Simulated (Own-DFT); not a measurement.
Simulation results for Si₂₃GeO₄₈ (quartz with substituted atoms, atoms displaced)

Computed with Own-DFT development build. A calculation, not a measurement: plane-wave PBE and HSE06 DFT by an unreviewed code, no spin, of a simulated cell at Gamma alone, so results move with cell size and shape, stress positive in tension, energies less offsets, not probed for a lower state with spin; oxygen file: force components 24 meV/angstrom off all-electron in a glass; k mesh not checked against a denser one; forces and stress are PBE's, HSE06 gives the energy alone, and its difference from PBE has offsets of its own; offsets are fitted by least squares, one for each functional and potential file, so energies compare only between cells with the same atoms and settings and are not formation energies; the far tail of each file's local potential was reset to the Coulomb form; each entry is a single point on an unrelaxed cell, so the pressure reflects the starting lattice, mostly measured values (interpolated for alloys), from which strain is counted, and rises with the displacements; printed positions are rounded, which can move forces by about a meV/angstrom; the program, named Own-DFT, is a retired in-house code; no spin-orbit coupling.

Settings shared by all entries: first functional PBE; second functional HSE06; exact exchange share 0.25; screening 0.11 1/bohr; exchange divergence Gygi-Baldereschi; potential files PseudoDojo norm-conserving, scalar-relativistic, made for PBE, standard set; wave cutoff 48 hartree; occupations fixed; k mesh 1 x 1 x 1 centred on Gamma.

(1) Si₂₃GeO₄₈ (quartz with substituted atoms, atoms displaced)

```xyz
72
Lattice="9.8268 0.0000 0.0000 -4.9134 8.5103 0.0000 0.0000 0.0000 10.8104" Properties=species:S:1:pos:R:3 Si23GeO48
Si    -2.5712     8.4895    10.7984
Si     8.6195     1.9171     3.5348
Ge     1.2036     2.2728     1.7164
O      1.4332     1.2622     0.6049
O      2.7310     2.4122     2.4263
O      3.2650     0.6796     4.1894
O     -1.0401     3.1590     4.7326
O      0.3843     1.9578     3.0152
O      0.7231     3.7273     1.0527
Si    -2.6290     8.4536     5.2112
Si     8.6302     1.9743     8.9617
Si     1.3243     2.1833     7.2866
O      1.4034     1.0361     6.1124
O      2.8045     2.5591     7.9152
O      3.3270     0.7014     9.7039
O     -1.0542     3.1635    10.2721
O      0.2713     1.5608     8.4052
O      0.8281     3.6292     6.6187
Si    -0.1282     4.3406    10.7472
Si    -3.5931     6.2990     3.7016
Si    -1.0944     6.5734     1.8376
O     -1.0973     5.4269     0.6012
O      0.2919     6.7653     2.3104
O      0.7495     4.9977     4.3294
O     -3.6036     7.3107     4.7258
O     -2.2550     5.9985     2.9297
O     -1.7873     7.9343     1.1352
Si    -0.2204     4.2460     5.3213
Si    -3.6578     6.3453     9.0352
Si    -1.0912     6.4629     7.2144
O     -1.2004     5.3514     5.9781
O      0.2281     6.9046     7.8449
O      0.8071     5.0247     9.5982
O     -3.4413     7.3175    10.1209
O     -2.2491     6.0980     8.4004
O     -1.5614     7.9373     6.4347
Si     2.3456     8.4487     0.0450
Si     3.7684     1.8963     3.5913
Si     6.2035     2.2944     1.8880
O      6.3028     1.1442     0.7372
O      7.6980     2.5669     2.5715
O      8.1452     0.5642     4.2066
O      3.9025     3.1041     4.7637
O      5.0757     1.7995     2.9531
O      5.7556     3.6471     1.1172
Si     7.2973     0.0618     5.3115
Si     3.7260     1.9645     8.9245
Si     6.3097     2.1504     7.1270
O      6.2193     1.0234     6.1046
O      7.6897     2.4992     7.7681
O      8.1302     0.6268     9.6151
O      3.9022     2.9932    10.1571
O      5.4316     1.7551     8.4615
O      5.5461     3.6916     6.4780
Si     4.8141     4.1137    10.7663
Si     1.2494     6.3871     3.6593
Si     3.6415     6.3080     1.8070
O      3.9767     5.4664     0.6511
O      5.2107     6.6693     2.4265
O      5.8100     4.9678     4.2874
O      1.1872     7.4628     4.6918
O      2.8564     6.1325     3.0481
O      3.1754     7.8436     1.1417
Si     4.7640     4.5177     5.5091
Si     1.3071     6.2482     9.1315
Si     3.7849     6.5131     7.2212
O      3.7260     5.4545     6.1941
O      5.0921     6.8574     7.9074
O      5.7986     4.9370     9.5963
O      1.5222     7.4111    10.2679
O      2.6833     6.1682     8.4306
O      3.3212     7.8431     6.5412
```

Results for Si₂₃GeO₄₈ (quartz with substituted atoms, atoms displaced): PBE energy of cell above offsets -4.631 eV; HSE06 less PBE above offsets -0.001 eV; PBE pressure 15.37 GPa; PBE stress xx -12.67 GPa; PBE stress yy -16.53 GPa; PBE stress zz -16.91 GPa; PBE stress yz -2.12 GPa; PBE stress xz -0.35 GPa; PBE stress xy -3.43 GPa.

Force:
```csv
element,x (eV/Å),y (eV/Å),z (eV/Å)
Si,-2.811,3.483,-2.951
Si,6.701,2.233,3.973
Ge,3.18,6.097,2.034
O,1.298,-9.221,-9.482
O,2.766,0.838,0.99
O,-3.365,-8.234,2.981
O,-3.586,-6.043,-2.985
O,-6.992,-3.015,7.08
O,1.908,1.787,1.525
Si,2.022,1.686,5.899
Si,1.04,1.613,2.498
Si,-0.956,0.853,-2.062
O,0.102,0.001,-0.664
O,-4,1.334,-3.875
O,-1.532,-3.568,0.89
O,-1.448,-3.113,-3.899
O,1.199,1.147,-0.685
O,-1.178,-0.345,-0.855
Si,-1.865,1.078,-0.631
Si,-1.882,-3.639,-10.87
Si,-8.563,-2.099,-3.519
O,-0.286,1.968,1.03
O,6.572,0.736,3.702
O,1.265,0.83,-1.855
O,-0.175,7.073,6.221
O,4.352,0.828,-1.491
O,3.794,-2.872,4.746
Si,3.713,2.154,5.289
Si,-1.201,-3.159,-4.686
Si,-5.306,1.329,-1.955
O,0.143,0.698,1.492
O,4.375,-0.773,3.421
O,-4.653,-10.82,4.385
O,0.118,5.626,5.157
O,3.768,-0.138,-3.156
O,-0.905,-1.565,-0.772
Si,1.588,8.757,0.142
Si,-4.672,11.5,0.584
Si,-0.105,-0.791,-1.458
O,0.74,-0.335,0.099
O,-5.053,1.556,-4.239
O,3.038,1.4,-3.858
O,0.009,1.374,-0.141
O,8.959,-0.87,-3.92
O,1.102,-0.733,1.766
Si,-4.862,-5.221,7.044
Si,7.663,-0.634,2.318
Si,-4.684,5.281,2.646
O,1.266,-2.204,-3.528
O,2.264,0.863,-0.085
O,-0.792,-0.759,1.19
O,-0.541,1.247,0.553
O,-2.957,0.381,-0.473
O,4.974,-4.786,5.408
Si,0.702,4.726,-1.647
Si,1.096,-4.785,-4.629
Si,5.784,7.947,0.091
O,0.621,-6.422,-6.178
O,-0.865,0.144,0.637
O,-2.722,-3.908,3.292
O,2.058,5.191,3.791
O,-6.689,-1.214,5.917
O,3.439,-2.894,4.433
Si,-1.353,-4.93,-6.713
Si,2.139,12.57,-5.889
Si,-4.139,3.448,5.466
O,-0.898,-3.775,-4.439
O,3.955,0.335,1.83
O,-2.887,-3.788,2.47
O,-6.245,-6.598,-3.972
O,2.833,-0.612,-1.86
O,-2.381,3.753,-3.563
```

(2) Si₂₃GeO₄₈ (quartz with substituted atoms, atoms displaced)

```xyz
72
Lattice="9.8268 0.0000 0.0000 -4.9134 8.5103 0.0000 0.0000 0.0000 10.8104" Properties=species:S:1:pos:R:3 Si23GeO48
Si    -2.5186     8.4788     0.0544
Ge     8.5322     2.0550     3.6187
Si     1.3594     2.3293     1.7795
O      1.3409     1.2427     0.7666
O      2.6674     2.6533     2.3723
O      3.3240     0.4835     4.2152
O     -1.0723     3.1484     4.8203
O      0.3186     1.7124     2.9800
O      0.7351     3.7238     1.1090
Si     2.3382     0.1065     5.5603
Si     8.5705     2.0100     9.0979
Si     1.3940     2.1981     7.3163
O      1.4065     1.1579     6.0160
O      2.6987     2.5125     7.8238
O      3.2921     0.4941     9.6948
O     -0.9905     3.1664    10.2214
O      0.3396     1.8267     8.2828
O      0.8477     3.6598     6.6227
Si    -0.1798     4.1874     0.0690
Si    -3.5679     6.3789     3.7177
Si    -1.2284     6.4785     1.6814
O     -1.0578     5.3598     0.6653
O      0.2333     6.7936     2.4407
O      0.8154     4.8454     4.2217
O     -3.4947     7.5154     4.7863
O     -2.2560     6.0485     2.9863
O     -1.6676     7.8588     1.0531
Si    -0.1445     4.1822     5.4756
Si     6.1430     6.2403     8.9672
Si    -1.1757     6.5472     7.3549
O     -0.9979     5.3662     6.0585
O      0.2800     6.8428     7.9177
O      0.7379     4.8334     9.6741
O     -3.6463     7.5727    10.0630
O     -2.1089     5.9894     8.2423
O     -1.6249     7.8821     6.7040
Si     7.3676     0.0568    10.8078
Si     3.7630     1.9664     3.6262
Si     6.2976     2.2053     1.8202
O      6.3780     1.1698     0.5328
O      7.5848     2.4056     2.4697
O      8.3094     0.6444     4.2171
O      3.8441     3.1604     4.7020
O      5.0830     1.9192     3.0301
O      5.8070     3.6486     1.1471
Si     2.3124     8.5033     5.4865
Si     3.7803     1.9232     8.8843
Si     6.2351     2.2811     7.3621
O      6.2859     1.0602     6.2711
O      7.6096     2.4550     7.9546
O      8.2951     0.6216     9.7802
O      3.7783     3.0173    10.2973
O      5.2015     1.7973     8.3471
O      5.6583     3.5319     6.7109
Si     4.9718     4.1507    10.7596
Si     1.1417     6.2405     3.8147
Si     3.9187     6.4741     1.7236
O      4.0071     5.2619     0.6537
O      5.1326     6.7199     2.3960
O      5.6917     4.8367     4.2197
O      1.4285     7.3419     4.8650
O      2.6054     5.8866     2.7035
O      3.2482     7.8156     1.1426
Si     4.5786     4.2751     5.3467
Si     1.2132     6.3056     8.9718
Si     3.6917     6.6438     7.2929
O      3.9985     5.4267     6.1328
O      5.2075     6.6832     7.9422
O      5.7186     4.8405     9.6207
O      1.2762     7.3259    10.2078
O      2.7133     5.9333     8.3466
O      3.2602     7.8835     6.4360
```

It finds PBE energy of cell above offsets -1.645 eV; HSE06 less PBE above offsets 0.074 eV; PBE pressure 16.86 GPa; PBE stress xx -21.28 GPa; PBE stress yy -13.74 GPa; PBE stress zz -15.55 GPa; PBE stress yz 1.95 GPa; PBE stress xz -7.03 GPa; PBE stress xy -1.05 GPa.

Force:
```csv
element,x (eV/Å),y (eV/Å),z (eV/Å)
Si,-8.486,5.271,-4.352
Ge,9.95,2.135,1.739
Si,-7.07,2.653,2.671
O,2.159,-7.019,-6.284
O,8.104,-0.102,5.34
O,-0.369,1.724,1.329
O,-1.771,0.825,1.785
O,0.874,1.391,-1.131
O,4.459,-3.529,5.946
Si,4.779,-5.541,-4.244
Si,5.959,1.709,-0.448
Si,-7.063,2.383,-8.43
O,-2.975,4.528,3.001
O,9.719,0.989,3.648
O,1.934,2.924,-3.443
O,-5.863,-6.917,-4.251
O,-6.91,-2.172,5.637
O,0.796,-1.422,0.25
Si,2.717,7.488,-2.995
Si,-4.524,-2.9,-1.67
Si,2.105,0.827,6.653
O,-2.005,-0.814,-1.663
O,-1.038,-0.319,1.483
O,-2.336,-5.257,3.246
O,-0.652,0.086,1.336
O,3.555,-0.004,-3.045
O,3.558,-2.482,5.069
Si,2.967,2.161,0.006
Si,6.617,-0.043,5.668
Si,7.901,0.382,-9.681
O,-1.145,3.045,2.127
O,-1.588,1.578,-2.961
O,0.259,1.836,-1.509
O,0.526,-2.448,-0.466
O,-10.5,-4.454,9.586
O,-1.747,3.596,-2.058
Si,-5.404,-6.572,3.342
Si,-8.768,0.697,0.37
Si,-9.151,0.417,-3.57
O,-1.052,1.649,1.737
O,-0.424,3.655,-4.566
O,-4.722,-9.803,6.384
O,-3.785,-3.794,-0.779
O,9.757,-1.018,-5.626
O,2.748,-2.61,2.19
Si,-2.268,4.722,-5.658
Si,-3.115,0.849,6.704
Si,-1.156,-0.772,-5.808
O,0.712,-0.76,-1.254
O,3.627,0.93,1.586
O,2.854,1.046,-4.093
O,1.812,-0.831,-2.782
O,-0.868,-2.626,3.014
O,-2.296,3.897,-3.576
Si,-6.942,-0.776,1.873
Si,3.695,2.536,-9.923
Si,-12.95,-4.319,-2.71
O,0.199,0.706,-0.952
O,11.84,2.324,7.689
O,-0.223,1.571,0.782
O,-0.679,1.177,1.218
O,-0.056,1.338,1.923
O,0.326,1.424,-0.717
Si,8.005,1.443,1.713
Si,2.769,-4.418,5.398
Si,2.077,-4.514,-1.03
O,-2.837,3.774,2.369
O,-5.679,3.042,-5.765
O,2.643,1.027,-2.903
O,2.485,2.923,0.625
O,-0.535,1.265,-0.034
O,4.466,-1.705,4.943
```

(3) Si₂₃GeO₄₈ (quartz with substituted atoms, atoms displaced)

```xyz
72
Lattice="9.8268 0.0000 0.0000 -4.9134 8.5103 0.0000 0.0000 0.0000 10.8104" Properties=species:S:1:pos:R:3 Si23GeO48
Si     2.2220     0.0425     0.1148
Si    -1.2085     2.1761     3.6118
Si     1.2070     2.2461     1.8052
O      1.5391     1.2806     0.6209
O      2.6590     2.5687     2.4316
O      3.2673     0.6607     4.2155
O     -0.8128     3.0093     4.8427
O      0.2975     1.7378     2.9996
O      0.8340     3.6430     1.1030
Si     2.3457     0.0204     5.3045
Si     8.6069     2.0290     9.0491
Si     1.4245     2.2096     7.3550
O      1.5864     1.1065     6.0979
O      2.7971     2.3864     7.8855
O      3.1584     0.5491     9.6085
O     -1.2173     3.2394    10.1959
O      0.2705     1.8143     8.2882
O      0.8207     3.6960     6.7773
Si    -0.1020     4.1968    10.6833
Si     6.1143     6.1786     3.5780
Si    -1.1657     6.4136     1.9009
O     -0.9760     5.3828     0.5943
O      0.2502     6.7539     2.2809
O      0.7843     4.9396     4.1447
O     -3.5426     7.4213     4.7771
O     -2.0775     5.9612     2.9979
O     -1.5711     7.8845     1.1518
Si    -0.0259     4.1569     5.4334
Si     6.0899     6.2468     8.9037
Ge    -1.1033     6.5432     7.2881
O     -1.0779     5.4081     5.9990
O      0.2826     6.6504     7.8467
O      0.7634     4.9141     9.6233
O     -3.4714     7.3954    10.0902
O     -2.0430     5.9945     8.3900
O     -1.7431     7.8287     6.5276
Si     2.2137     8.4277     0.0106
Si     3.8109     2.0461     3.5855
Si     6.2700     2.2060     1.7711
O      6.1667     1.1936     0.5396
O      7.4715     2.5170     2.6243
O      8.2146     0.4710     4.3390
O      3.7034     3.1166     4.6848
O      5.1986     1.8341     2.9173
O      5.6832     3.6124     1.1812
Si     2.2454     8.4198     5.3792
Si     3.8731     1.9786     9.0224
Si     6.2187     2.3451     7.2432
O      6.4067     1.1843     6.0840
O      7.7645     2.4915     7.9667
O      8.2954     0.5201     9.5343
O      3.7819     3.0747    10.2564
O      5.1093     1.8326     8.3257
O      5.7254     3.6380     6.4597
Si     4.7386     4.2782     0.0196
Si     1.2597     6.2084     3.6046
Si     3.6175     6.5740     1.7751
O      3.9586     5.3406     0.6165
O      5.1354     6.8295     2.3747
O      5.6739     4.8119     4.1800
O      1.5123     7.3042     4.7142
O      2.7063     6.0832     3.0140
O      3.1231     7.8062     1.1752
Si     4.7659     4.3972     5.2558
Si     1.2613     6.1055     8.8909
Si     3.6465     6.5541     7.1222
O      3.7753     5.4150     6.0946
O      5.2697     6.7508     7.7453
O      5.7322     4.6701     9.5990
O      1.2775     7.3571    10.0365
O      2.7360     6.0236     8.2844
O      3.2257     7.8125     6.5326
```

Results for Si₂₃GeO₄₈ (quartz with substituted atoms, atoms displaced): PBE energy of cell above offsets -5.706 eV; HSE06 less PBE above offsets 0.068 eV; PBE pressure 14.13 GPa; PBE stress xx -16.64 GPa; PBE stress yy -12.51 GPa; PBE stress zz -13.23 GPa; PBE stress yz 2.4 GPa; PBE stress xz -0.05 GPa; PBE stress xy -1.84 GPa.

Force:
```csv
element,x (eV/Å),y (eV/Å),z (eV/Å)
Si,5.636,-4.819,-3.96
Si,2.268,-7.777,1.061
Si,2.823,2.345,0.945
O,-3.352,1.188,0.228
O,1.843,-0.611,1.574
O,1.335,-0.073,-1.564
O,-2.55,-1.281,-0.079
O,-2.876,0.136,0.14
O,-0.965,0.132,-0.697
Si,1.409,-1.218,2.548
Si,6.542,-2.578,4.684
Si,-3.59,-0.182,-5.584
O,-2.646,3.503,1.758
O,4.474,1.825,1.764
O,1.247,1.7,0.107
O,-0.988,-3.507,-1.53
O,-2.544,-0.882,3.328
O,0.467,-0.215,-1.78
Si,-1.036,2.432,5.027
Si,3.304,6.006,-1.635
Si,-0.81,1.797,-8.75
O,-0.716,0.144,1.019
O,7.019,0.354,4.799
O,-3.084,-7.665,4.136
O,-2.139,-4.032,-3.265
O,-6.08,-1.715,4.513
O,-1.925,-0.362,0.468
Si,1.371,6.724,3.818
Si,6.381,-2.43,4.759
Ge,-6.474,-0.445,-8.578
O,1.729,-3.978,-3.162
O,11.22,2.357,2.441
O,0.302,-4.249,0.281
O,-1.968,-1.249,0.125
O,-8.766,-3.326,7.51
O,-0.654,4.012,-2.226
Si,-0.388,1.428,-4.203
Si,-4.021,-1.3,-3.052
Si,-6.298,1.786,-2.435
O,2.146,-2.29,-0.681
O,4.198,1.554,1.174
O,1.215,4.232,-2.966
O,2.149,4.918,3.444
O,1.216,-1.174,-0.137
O,0.778,-0.007,0.218
Si,3.114,5.186,2.66
Si,-10.84,-0.815,7.06
Si,1.866,-1.243,-0.592
O,-0.685,-0.274,0.401
O,-8.309,2.938,-7.471
O,-2.388,-0.969,3.45
O,0.293,-0.23,-0.782
O,10.16,-0.971,-4.772
O,-0.823,1.56,-1.056
Si,4.533,-7.278,-3.202
Si,-0.517,5.946,-4.849
Si,4.555,-8.235,2.815
O,-5.83,8.251,4.679
O,1.012,-1.049,1.505
O,3.298,0.98,-4.336
O,-4.042,-2.417,-0.474
O,2.412,-0.805,-1.862
O,-2.569,6.51,-3.14
Si,-6.264,-6.148,7.845
Si,3.223,5.378,0.905
Si,5.173,-3.47,4.712
O,1.357,-3.394,-3.944
O,-4.435,0.843,-3.357
O,0.261,3.102,-1.476
O,1.059,0.178,0.553
O,-0.385,-1.059,1.471
O,-2.425,6.276,-2.331
```
